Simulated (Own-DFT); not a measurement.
# Short bonds, stiff crystals?

The numbers are computed, not measured, by runs of the plane-wave DFT program Own-DFT (in-house, retired, unreviewed) at fixed positions, with no spin and no spin-orbit coupling.

Limits (not all hold for every row): forces on such cells moved up to 12 meV/angstrom on a denser k mesh; forces not confirmed at this smearing and k mesh; k mesh not checked against a denser one; forces on such cells passed a denser k mesh, each cell not checked; stress not checked against mesh or cutoff.

All runs are PBE with PseudoDojo norm-conserving files; cutoff and k mesh are each material's own. Every cell starts from measured lattice constants and was given uniform random strains and small random moves of its atoms. Each triple is the change of volume in per cent, the rms move u in Å and the pressure in GPa.

- 2H SiC (C36Si36), 10.36 Å³/atom unstrained: (-2.03, 0.049, 10.79); (-1.85, 0.049, 9.68); (0.20, 0.048, 4.64); (1.24, 0.051, 2.38); (2.50, 0.051, -0.57); (2.50, 0.048, -0.01); (3.00, 0.045, -1.29)
- wurtzite AlN (Al36N36), 10.45 Å³/atom unstrained: (-3.62, 0.049, 14.16); (-1.14, 0.050, 8.72); (-0.34, 0.051, 6.63); (1.09, 0.054, 4.52); (2.12, 0.047, 1.32); (2.44, 0.051, 0.88); (3.07, 0.047, -1.13)
- wurtzite GaN (Ga36N36), 11.42 Å³/atom unstrained: (-3.41, 0.052, 14.72); (-3.21, 0.049, 14.03); (-2.61, 0.050, 12.77); (0.13, 0.046, 6.91); (0.59, 0.048, 5.89); (1.15, 0.046, 4.51); (3.79, 0.051, 0.44)
- diamond silicon (Si64), 20.02 Å³/atom unstrained: withheld
- zincblende InP (In32P32), 25.27 Å³/atom unstrained: (-1.94, 0.046, 5.16); (-1.65, 0.057, 5.14); (-1.46, 0.055, 4.91); (-0.99, 0.049, 4.49); (-0.98, 0.048, 4.69); (0.75, 0.049, 3.17); (1.78, 0.051, 2.43)
- grey tin (Sn64), 34.15 Å³/atom unstrained: (-3.98, 0.049, 6.15); (-1.23, 0.050, 4.38); (-0.79, 0.051, 4.11); (-0.16, 0.047, 3.81); (0.26, 0.053, 3.63); (0.84, 0.051, 3.18); (1.61, 0.050, 2.96)

## Working it out

Fit a line to each set against the fractional change of volume; B is minus its slope, and u is nearly the same within a set. To take it to zero pressure, assume that B rises by 4 GPa for each GPa: B0 = B - 4 x (mean pressure). The bond length of an ideal tetrahedral crystal with the unstrained volume v is d = (√3/4)(8 v)^(1/3). Cohen's empirical rule reads B0 = (1971 - 220 L) d^(-3.5) GPa, with L = 0 for group IV crystals and SiC and 1 for III-V compounds.

| material | L | d (Å) | B (GPa) | mean P (GPa) | B0 (GPa) | rule (GPa) |
|---|---|---|---|---|---|---|
| 2H SiC (C36Si36) | 0 | 1.888 | 235 ± 8 | 3.7 | 220 ± 8 | 213 |
| wurtzite AlN (Al36N36) | 1 | 1.893 | 223 ± 7 | 5.0 | 203 ± 7 | 188 |
| wurtzite GaN (Ga36N36) | 1 | 1.950 | 203 ± 7 | 8.5 | 169 ± 7 | 169 |
| diamond silicon (Si64) | 0 | 2.352 | ? | ? | ? | 99 |
| zincblende InP (In32P32) | 1 | 2.541 | 77 ± 3 | 4.3 | 60 ± 3 | 67 |
| grey tin (Sn64) | 0 | 2.810 | 58 ± 2 | 4.0 | 42 ± 2 | 53 |

A line through ln[B0/(1971 - 220 L)] against ln d has a slope of -4.1 ± 0.1 and a scatter of 4 %. Against the rule, B0 stands at 103 % for 2H SiC, 108 % for wurtzite AlN, 100 % for wurtzite GaN, 89 % for zincblende InP, 79 % for grey tin. PBE tends to make silicon and heavier crystals too soft, and the rule itself is only a guide.

## Test on the hidden row

The question: what B0 does the fitted trend give for diamond silicon (Si64)?

The line gives 90 GPa. Its own runs give B = 100 ± 3 GPa at a mean pressure of 4.2 GPa, so B0 = 83 GPa.
